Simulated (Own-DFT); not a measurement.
SiC (4H silicon carbide, atoms displaced) (calculated)

All values are calculated (Own-DFT development build). A calculation, not a measurement: plane-wave PBE density functional theory by an unreviewed code, no spin, of a simulated periodic cell, stress positive in tension, free energy of the whole cell less one offset for each atom, forces on such cells passed a denser k mesh, this cell's mesh not checked; offsets are fitted by least squares, one for each functional and potential file, so energies compare only between cells with the same atoms and settings and are not formation energies; the far tail of each file's local potential was reset to the Coulomb form; each entry is a single point on an unrelaxed cell, so the pressure reflects the starting lattice, mostly measured values (interpolated for alloys), from which strain is counted, and rises with the displacements; printed positions are rounded, which can move forces by about a meV/angstrom; the program, named Own-DFT, is a retired in-house code; no spin-orbit coupling.

Common to all runs: functional PBE; potential files PseudoDojo norm-conserving, scalar-relativistic, standard set; wave cutoff 42 hartree; occupations Fermi-Dirac; smearing width 0.1 eV; hardware one NVIDIA H100; k mesh 4 x 4 x 3 centred on Gamma.

(1) SiC (4H silicon carbide, atoms displaced)

```xyz
72
Lattice="9.2481 0.0000 0.0000 -4.6241 8.0091 0.0000 0.0000 0.0000 10.0681" Properties=species:S:1:pos:R:3 SiC
Si     4.5884     7.9902     4.1206
Si    -0.0065     1.7800     1.5609
C      4.6255     7.9892     0.9724
C     -0.0426     1.7946     3.4448
Si    -1.5079     2.6941     4.0670
Si    -1.4867     4.4576     1.5747
C     -1.5261     2.6683     0.9465
C     -1.5267     4.4468     3.4963
Si    -3.1069     5.3874     4.0484
Si    -3.0709     7.1186     1.5628
C     -3.0389     5.3603     0.9756
C     -3.0433     7.1069     3.5152
Si     3.0960     0.0163     4.0993
Si     3.0856     1.7431     1.5588
C     -1.5662     8.0038     0.9175
C      3.0543     1.7717     3.4271
Si     1.5562     2.7032     4.0783
Si     1.5035     4.4145     1.5976
C      1.5384     2.6648     0.9972
C      1.5762     4.4037     3.4806
Si    -0.0193     5.2910     4.0630
Si     0.0298     7.1079     1.5955
C     -0.0229     5.3451     0.9641
C     -0.0253     7.0894     3.4196
Si     6.1562     0.0483     4.0875
Si     6.1758     1.7727     1.5684
C      1.4676     7.9806     0.9646
C      6.1885     1.7706     3.4842
Si     4.6472     2.6646     4.0590
Si     4.6021     4.4658     1.5529
C      4.5816     2.6643     0.9688
C      4.6136     4.4321     3.4227
Si     3.0808     5.3066     4.0437
Si     3.0726     7.1105     1.5429
C      3.0770     5.2920     0.8942
C      3.0612     7.1389     3.4587
Si     9.2051     0.0054     9.1646
Si     4.6017     6.2322     6.5676
C      4.5818     7.9985     5.9799
C      4.6270     6.2485     8.5200
Si     6.1464     5.3361     9.0853
Si     6.1276     3.5098     6.5818
C     -3.0243     5.2951     5.9879
C      6.1291     3.5155     8.4677
Si     7.7310     2.6105     9.1421
Si     7.7051     0.8661     6.6148
C      7.7006     2.6724     5.9637
C      7.7062     0.8369     8.5185
Si     6.1601     0.0229     9.1838
Si     1.5156     6.2105     6.6268
C      1.5254     7.9936     5.9663
C      1.5707     6.2363     8.4677
Si     3.0998     5.3736     9.1156
Si     3.0592     3.6020     6.5618
C      3.0980     5.3505     5.9448
C      3.0229     3.5340     8.5047
Si     4.6657     2.6194     9.1171
Si     4.6112     0.8945     6.6526
C      4.6433     2.6865     5.9879
C      4.5909     0.9034     8.4948
Si     3.1508     0.0024     9.1572
Si    -1.5465     6.2300     6.6060
C     -1.5571     7.9671     5.9694
C     -1.5465     6.2415     8.5127
Si    -0.0571     5.3602     9.1647
Si     0.0085     3.5657     6.5763
C     -0.0191     5.3759     5.9805
C      0.0121     3.5273     8.4815
Si     1.4976     2.7356     9.1326
Si     1.5755     0.8579     6.5643
C      1.4794     2.6774     5.9705
C      1.5248     0.8893     8.4866
```

- free energy of cell above offsets: -10.707 eV
- pressure: 3.72 GPa
- stress xx: -3.55 GPa
- stress yy: -3.45 GPa
- stress zz: -4.18 GPa
- stress yz: 0.45 GPa
- stress xz: 0.26 GPa
- stress xy: -0.57 GPa
- wall time: 391.2 s

Force:
| element | x (eV/Å) | y (eV/Å) | z (eV/Å) |
| --- | --- | --- | --- |
| Si | 0.537 | 0.634 | -0.889 |
| Si | 0.26 | -0.412 | 0.63 |
| C | -0.353 | 0.381 | -0.301 |
| C | 1.284 | -0.527 | 0.308 |
| Si | -0.824 | -0.586 | 0.832 |
| Si | -1.574 | -0.354 | 0.558 |
| C | -0.342 | -0.084 | -0.163 |
| C | -0.762 | 0.065 | -1.156 |
| Si | 0.63 | -1.703 | 1.16 |
| Si | -0.091 | -0.002 | 0.712 |
| C | -0.717 | -0.873 | -0.874 |
| C | -1.107 | 1.264 | -1.139 |
| Si | 0.045 | -0.45 | -0.387 |
| Si | -0.484 | 0.477 | 0.04 |
| C | 1.027 | -0.197 | 0.904 |
| C | 0.806 | 0.034 | 0.971 |
| Si | -0.826 | -1.831 | 0.246 |
| Si | 0.938 | 0.43 | -0.521 |
| C | -0.307 | -0.197 | -1.107 |
| C | -1.026 | 1.376 | -0.588 |
| Si | 0.901 | 1.203 | 0.919 |
| Si | -1.982 | -0.092 | -0.264 |
| C | 1.071 | 0 | -0.163 |
| C | 0.667 | 0.451 | 1.362 |
| Si | -0.217 | -1.583 | 0.126 |
| Si | -0.632 | 0.33 | 0.485 |
| C | 1.936 | 0.855 | -0.364 |
| C | -0.159 | 0.819 | -0.799 |
| Si | -0.542 | -0.188 | 0.373 |
| Si | 0.787 | -0.405 | -0.278 |
| C | 1.298 | -0.145 | -0.692 |
| C | 0.318 | 0.453 | 0.498 |
| Si | 0.18 | 1.111 | 0.578 |
| Si | -0.1 | -0.449 | 0.693 |
| C | -0.65 | 1.04 | 1.143 |
| C | -0.038 | -0.803 | -0.305 |
| Si | 1.854 | -0.281 | -0.711 |
| Si | 1.063 | -0.422 | 0.894 |
| C | 0.936 | 0.067 | -0.056 |
| C | -0.166 | -0.18 | -0.733 |
| Si | 0.304 | -0.251 | 0.796 |
| Si | 1.516 | 0.958 | 0.375 |
| C | -1.669 | 0.639 | -0.549 |
| C | 1.219 | 0.384 | 0.641 |
| Si | -0.472 | 1.036 | -0.94 |
| Si | -0.5 | 0.549 | -0.235 |
| C | 0.114 | -0.475 | 0.247 |
| C | -0.629 | 0.825 | 0.091 |
| Si | -0.36 | -0.932 | -1.561 |
| Si | 0.512 | 0.536 | -0.974 |
| C | -0.133 | 0.326 | 0.554 |
| C | -1.136 | 0.26 | 1.502 |
| Si | -0.412 | -1.387 | -0.642 |
| Si | 0.024 | -1.024 | 1.15 |
| C | -0.756 | -0.057 | -0.154 |
| C | 1.659 | 0.95 | -0.454 |
| Si | -2.019 | 1.498 | 0.457 |
| Si | 0.122 | -0.231 | -1.386 |
| C | -1.646 | -0.867 | -0.948 |
| C | 1.391 | -0.723 | 0.538 |
| Si | -2.582 | 0.109 | -0.976 |
| Si | 0.063 | -0.452 | 0.335 |
| C | 0.817 | 0.997 | 0.043 |
| C | -0.043 | -0.054 | -0.279 |
| Si | 1.404 | -0.788 | -1.255 |
| Si | -1.124 | 0.265 | 0.645 |
| C | 0.441 | -0.911 | -0.414 |
| C | -1.449 | 1.281 | 0.331 |
| Si | 1.032 | -2.016 | 0.178 |
| Si | -1.403 | 0.709 | 1.209 |
| C | 1.739 | -0.441 | -0.76 |
| C | 0.336 | 0.06 | 0.493 |

(2) SiC (4H silicon carbide, atoms displaced)

```xyz
72
Lattice="9.2481 0.0000 0.0000 -4.6241 8.0091 0.0000 0.0000 0.0000 10.0681" Properties=species:S:1:pos:R:3 SiC
Si    -0.0067     0.0139     4.0906
Si    -0.0042     1.7665     1.5860
C      4.6082     7.9801     0.9489
C     -0.0110     1.7926     3.4458
Si     7.6480     2.6941     4.0802
Si    -1.4732     4.4641     1.6040
C      7.7139     2.6370     0.8732
C     -1.5122     4.4524     3.4431
Si     6.1646     5.3373     4.0679
Si    -3.1382     7.1304     1.5635
C      6.1386     5.3433     0.9324
C     -3.0841     7.1585     3.4051
Si     3.1346     0.0417     4.0826
Si     3.1204     1.7307     1.5810
C      3.0310     0.0465     0.9435
C      3.1123     1.7862     3.4636
Si     1.5385     2.6555     4.0861
Si     1.5485     4.4818     1.5678
C      1.5366     2.6170     0.9257
C      1.5287     4.4525     3.4667
Si     0.0219     5.3618     4.0457
Si     0.0146     7.1517     1.5871
C     -0.0230     5.3151     0.9487
C      0.0100     7.0953     3.4441
Si     6.0746     0.0072     4.0560
Si     6.1252     1.8025     1.5659
C      1.5264     8.0083     0.9894
C      6.1291     1.7740     3.4980
Si     4.6157     2.6544     4.1058
Si     4.6354     4.4295     1.6337
C      4.5607     2.7033     0.9174
C      4.6272     4.4892     3.4127
Si     3.0581     5.3805     4.0767
Si     3.0642     7.0972     1.5734
C      3.0984     5.2971     0.9532
C      3.0834     7.1131     3.4347
Si     0.0013     0.0038     9.1560
Si     4.6388     6.2126     6.5592
C      9.2351     0.0038     5.9748
C      4.6130     6.2525     8.5025
Si     6.1469     5.3504     9.1056
Si     6.1557     3.5718     6.6526
C      6.1167     5.3628     5.9777
C      6.1412     3.5577     8.4713
Si     7.7137     2.6210     9.1716
Si     7.7204     0.8790     6.6117
C      7.6698     2.6694     6.0157
C      7.7820     0.8805     8.5060
Si     6.1315     0.0308     9.1077
Si     1.5480     6.2303     6.5940
C      1.5994     7.9988     5.9514
C      1.5990     6.2351     8.4673
Si     3.0689     5.2912     9.0822
Si     3.1059     3.4938     6.6421
C      3.1127     5.3237     5.9669
C      3.1369     3.5568     8.5056
Si     4.6516     2.6872     9.1384
Si     4.5948     0.8792     6.5687
C      4.6388     2.6262     5.9931
C      4.5580     0.8963     8.5040
Si    -1.5628     8.0077     9.1178
Si    -1.5251     6.2372     6.5895
C      3.1234     0.0062     5.9903
C     -1.5645     6.2474     8.4669
Si     0.0507     5.3248     9.1410
Si    -0.0042     3.5617     6.5751
C      0.0087     5.3914     5.9653
C      0.0379     3.5122     8.4843
Si     1.5197     2.7096     9.1106
Si     1.5734     0.8859     6.5948
C      1.5570     2.6999     5.9681
C      1.5127     0.8628     8.5103
```

* free energy of cell above offsets: -10.699 eV
* pressure: 3.75 GPa
* stress xx: -3.39 GPa
* stress yy: -2.68 GPa
* stress zz: -5.17 GPa
* stress yz: 0.01 GPa
* stress xz: -0.08 GPa
* stress xy: -0.23 GPa
* wall time: 357.7 s

Force:
| element | x (eV/Å) | y (eV/Å) | z (eV/Å) |
| --- | --- | --- | --- |
| Si | -0.097 | -0.164 | -0.309 |
| Si | 0.113 | -0.204 | -0.816 |
| C | -0.628 | 0.658 | 0.104 |
| C | -0.437 | 0.101 | 0.765 |
| Si | 1.12 | -0.594 | 0.693 |
| Si | -2.28 | -0.724 | -1.451 |
| C | -0.37 | 0.638 | 2.975 |
| C | -0.55 | 0.154 | 0.801 |
| Si | 0.02 | 0.807 | -0.095 |
| Si | 0.938 | -0.443 | -0.378 |
| C | 0.928 | -0.353 | 0.365 |
| C | 0.455 | -0.331 | 1.74 |
| Si | -1.34 | -1.081 | -0.087 |
| Si | -1.37 | 1.607 | -0.416 |
| C | 1.006 | -1.87 | -0.122 |
| C | -0.382 | 0.111 | 0.034 |
| Si | 0.017 | 0.486 | -0.238 |
| Si | 0.067 | -1.522 | -0.022 |
| C | 0.184 | 1.1 | 0.645 |
| C | 0.411 | -0.105 | -0.179 |
| Si | -0.228 | -0.809 | 1.127 |
| Si | -1.311 | -0.657 | -0.973 |
| C | 1.309 | 1.336 | -0.169 |
| C | -0.818 | 0.631 | 0.069 |
| Si | 2.696 | -0.365 | 0.739 |
| Si | 0.357 | 0.022 | -0.031 |
| C | 0.14 | 0.368 | -1.159 |
| C | 0.121 | 0.435 | -1.093 |
| Si | 0.015 | 1.31 | 0.021 |
| Si | -0.208 | 0.635 | -2.316 |
| C | 1.408 | -0.751 | 0.85 |
| C | -0.197 | -0.982 | 2.397 |
| Si | 0.482 | -0.812 | 0.209 |
| Si | 0.425 | -0.193 | -0.346 |
| C | -0.393 | 0.698 | -0.582 |
| C | -0.685 | 0.821 | 0.604 |
| Si | 0.266 | -0.726 | -0.405 |
| Si | -1.082 | 0.997 | 1.386 |
| C | 0.852 | 0.026 | -0.388 |
| C | -0.029 | -0.631 | -0.468 |
| Si | 0.015 | -0.005 | 0.277 |
| Si | -0.131 | -0.165 | -1.165 |
| C | 1.847 | -0.827 | -0.715 |
| C | 1.006 | -0.082 | 1.416 |
| Si | 0.12 | 0.926 | -2.554 |
| Si | 0.073 | 0.286 | 0.099 |
| C | 0.545 | 0.327 | -0.938 |
| C | -2.132 | 0.121 | -0.065 |
| Si | 0.8 | -0.422 | 0.19 |
| Si | 0.742 | -0.026 | -0.251 |
| C | -1.491 | 0.145 | 0.175 |
| C | -1.306 | 0.086 | 0.731 |
| Si | 1.196 | 1.244 | 0.956 |
| Si | 0.028 | 1.409 | -0.812 |
| C | -0.588 | -0.451 | 0.011 |
| C | -1.158 | -0.601 | -0.213 |
| Si | -0.65 | -0.467 | -0.422 |
| Si | 1.835 | -0.166 | 1.232 |
| C | -0.134 | 0.794 | -0.386 |
| C | 1.26 | 0.189 | -0.367 |
| Si | -0.439 | 0.039 | 0.238 |
| Si | -0.592 | -0.13 | 0.221 |
| C | -1.025 | -0.342 | -1.12 |
| C | 0.91 | -0.706 | 0.698 |
| Si | -0.976 | 0.211 | -1.062 |
| Si | -0.049 | 0.269 | 0.416 |
| C | -0.192 | -1.033 | -0.45 |
| C | -1.353 | 1.418 | -0.082 |
| Si | 1.422 | -1.761 | 0.46 |
| Si | -0.979 | 0.075 | 0.487 |
| C | -0.197 | -0.906 | -0.003 |
| C | 0.666 | 0.924 | -0.483 |

(3) SiC (4H silicon carbide, atoms displaced)

```xyz
72
Lattice="9.2481 0.0000 0.0000 -4.6241 8.0091 0.0000 0.0000 0.0000 10.0681" Properties=species:S:1:pos:R:3 SiC
Si     4.5930     7.9564     4.0732
Si    -0.0297     1.7705     1.5259
C      4.5872     7.9995     0.9368
C     -0.0172     1.7708     3.4710
Si     7.7032     2.6355     4.0812
Si    -1.5654     4.4383     1.5398
C      7.6983     2.6639     0.9300
C     -1.5772     4.4406     3.4379
Si     6.1430     5.3269     4.0606
Si    -3.1004     7.1574     1.5570
C      6.1455     5.3161     1.0716
C     -3.0615     7.1412     3.4558
Si    -1.5567     7.9794     4.1008
Si     3.0177     1.7347     1.5797
C      3.0732     0.0026     0.9790
C      3.1188     1.7810     3.4412
Si     1.5448     2.7248     4.1151
Si     1.5206     4.4011     1.5981
C      1.5395     2.6982     0.9244
C      1.5374     4.4712     3.4242
Si     0.0119     5.3407     4.0681
Si     0.0045     7.0741     1.5218
C     -0.0280     5.3607     0.9709
C     -0.0280     7.1121     3.4910
Si     6.1088     0.0165     4.0470
Si     6.1294     1.7423     1.5657
C      6.1537     0.0081     1.0005
C      6.1458     1.7830     3.4632
Si     4.6306     2.7054     4.0830
Si     4.6341     4.3849     1.5157
C      4.6265     2.6237     0.9541
C      4.6377     4.4803     3.4337
Si     3.0591     5.3627     4.0710
Si     3.0988     7.1518     1.5761
C      3.1183     5.3980     0.9531
C      3.0264     7.1583     3.5458
Si    -4.5868     7.9746     9.0822
Si     4.5510     6.2126     6.5829
C      0.0594     0.0200     5.9411
C      4.6086     6.2611     8.4930
Si    -3.0463     5.3344     9.0601
Si     6.1412     3.5533     6.6215
C     -3.0059     5.3321     5.9591
C      6.1787     3.6047     8.4801
Si    -1.5310     2.6547     9.1088
Si     7.7667     0.8545     6.5490
C     -1.5321     2.6612     6.0034
C      7.7171     0.8913     8.4443
Si     6.1557     0.0368     9.0989
Si     1.5958     6.1951     6.6026
C      1.5375     7.9597     5.9747
C      1.5506     6.2689     8.4912
Si     3.1138     5.3496     9.1248
Si     3.0697     3.5299     6.6034
C      3.1086     5.3196     5.9694
C      3.0805     3.5859     8.4641
Si     4.6121     2.6836     9.1773
Si     4.6123     0.8270     6.6038
C      4.5269     2.6642     5.9806
C      4.6710     0.8730     8.5105
Si    -1.5203     8.0074     9.1019
Si    -1.5233     6.2264     6.6346
C      3.0354     0.0080     5.9562
C     -1.5442     6.1841     8.5110
Si     0.0084     5.3036     9.1099
Si     0.0017     3.5547     6.6267
C     -0.0021     5.3599     5.9839
C      0.0522     3.5667     8.4904
Si     1.6257     2.6491     9.0917
Si     1.5359     0.8944     6.6122
C      1.5353     2.7207     6.0026
C      1.5279     0.8847     8.4870
```

- free energy of cell above offsets: -10.525 eV
- pressure: 3.69 GPa
- stress xx: -3.75 GPa
- stress yy: -3.79 GPa
- stress zz: -3.53 GPa
- stress yz: -0.85 GPa
- stress xz: -0.04 GPa
- stress xy: -0.09 GPa
- wall time: 364.3 s

Force:
| element | x (eV/Å) | y (eV/Å) | z (eV/Å) |
| --- | --- | --- | --- |
| Si | 1.147 | 1.376 | 0.049 |
| Si | 0.407 | 0.34 | 0.952 |
| C | 1.007 | 0.562 | -0.676 |
| C | 0.642 | -0.078 | -0.469 |
| Si | -0.108 | 0.943 | 0.267 |
| Si | 0.271 | 0.007 | 1.069 |
| C | -0.51 | -0.256 | -0.357 |
| C | 0.963 | -0.364 | 0.326 |
| Si | 1.002 | 0.585 | 0.218 |
| Si | -0.028 | -1.194 | 0.762 |
| C | 0.275 | 0.84 | -3.164 |
| C | -1.122 | -0.51 | -0.11 |
| Si | 0.148 | 0.96 | -0.459 |
| Si | 1.009 | 1.009 | 0.255 |
| C | 0.032 | -0.523 | -1.572 |
| C | -1 | 0.146 | 0.83 |
| Si | -0.018 | -1.402 | -0.664 |
| Si | 0.558 | 1.833 | -1.256 |
| C | -0.117 | -1.228 | -0.287 |
| C | 0.103 | -0.262 | 1.185 |
| Si | -1.192 | -0.173 | 0.46 |
| Si | -0.462 | 1.299 | 1.768 |
| C | 0.539 | -1.551 | -1.174 |
| C | 0.177 | -0.166 | -1.127 |
| Si | -0.03 | -0.037 | 1.328 |
| Si | 0.838 | 0.857 | 0.597 |
| C | 0.202 | -0.647 | -1.543 |
| C | 0.022 | 0.165 | -0.021 |
| Si | -0.396 | -0.266 | 0.025 |
| Si | -0.582 | 1.297 | 1.357 |
| C | -0.962 | 0.053 | -0.223 |
| C | -1.169 | -0.495 | 0.231 |
| Si | 0.641 | -0.365 | -0.12 |
| Si | -0.771 | -0.585 | 0.785 |
| C | -0.75 | -1.633 | -0.164 |
| C | 0.582 | -0.794 | -1.773 |
| Si | -1.436 | 1.164 | 0.769 |
| Si | 2.81 | 0.582 | 0.127 |
| C | -0.976 | -1.047 | 0.337 |
| C | 0.763 | -1.243 | -0.609 |
| Si | -1.376 | 0.33 | 1.958 |
| Si | 0.128 | -0.125 | -0.952 |
| C | -1.973 | -0.086 | 0.266 |
| C | -0.406 | -1.403 | 0.709 |
| Si | 0.278 | 0.297 | -0.367 |
| Si | -1.321 | 0.553 | 0.441 |
| C | -0.379 | -0.232 | -0.58 |
| C | 0.329 | -0.22 | 0.675 |
| Si | 1.418 | -0.9 | 0.748 |
| Si | -1.253 | 0.466 | 0.042 |
| C | 0.364 | 0.742 | -0.479 |
| C | 0.044 | -0.847 | 0.364 |
| Si | -0.976 | 0.545 | 0.351 |
| Si | -0.029 | 0.92 | 0.015 |
| C | -0.86 | -0.563 | -0.476 |
| C | 0.884 | -0.347 | 0.894 |
| Si | 0.603 | -0.111 | -1.513 |
| Si | 0.207 | 0.911 | -0.286 |
| C | 2.203 | -0.715 | -0.135 |
| C | -1.633 | 0.969 | -0.319 |
| Si | -0.158 | -0.342 | 0.643 |
| Si | -0.192 | 0.143 | -0.896 |
| C | 0.787 | -0.427 | 1.045 |
| C | 0.822 | 1.234 | -0.137 |
| Si | 0.607 | 0.763 | 0.451 |
| Si | -0.451 | 0.715 | -0.453 |
| C | 0.679 | -0.613 | -0.133 |
| C | -0.369 | -0.823 | 0.532 |
| Si | -1.677 | 0.653 | 0.485 |
| Si | 0.289 | 0.422 | -0.574 |
| C | -0.201 | -0.983 | -0.391 |
| C | 1.101 | -0.125 | 0.143 |
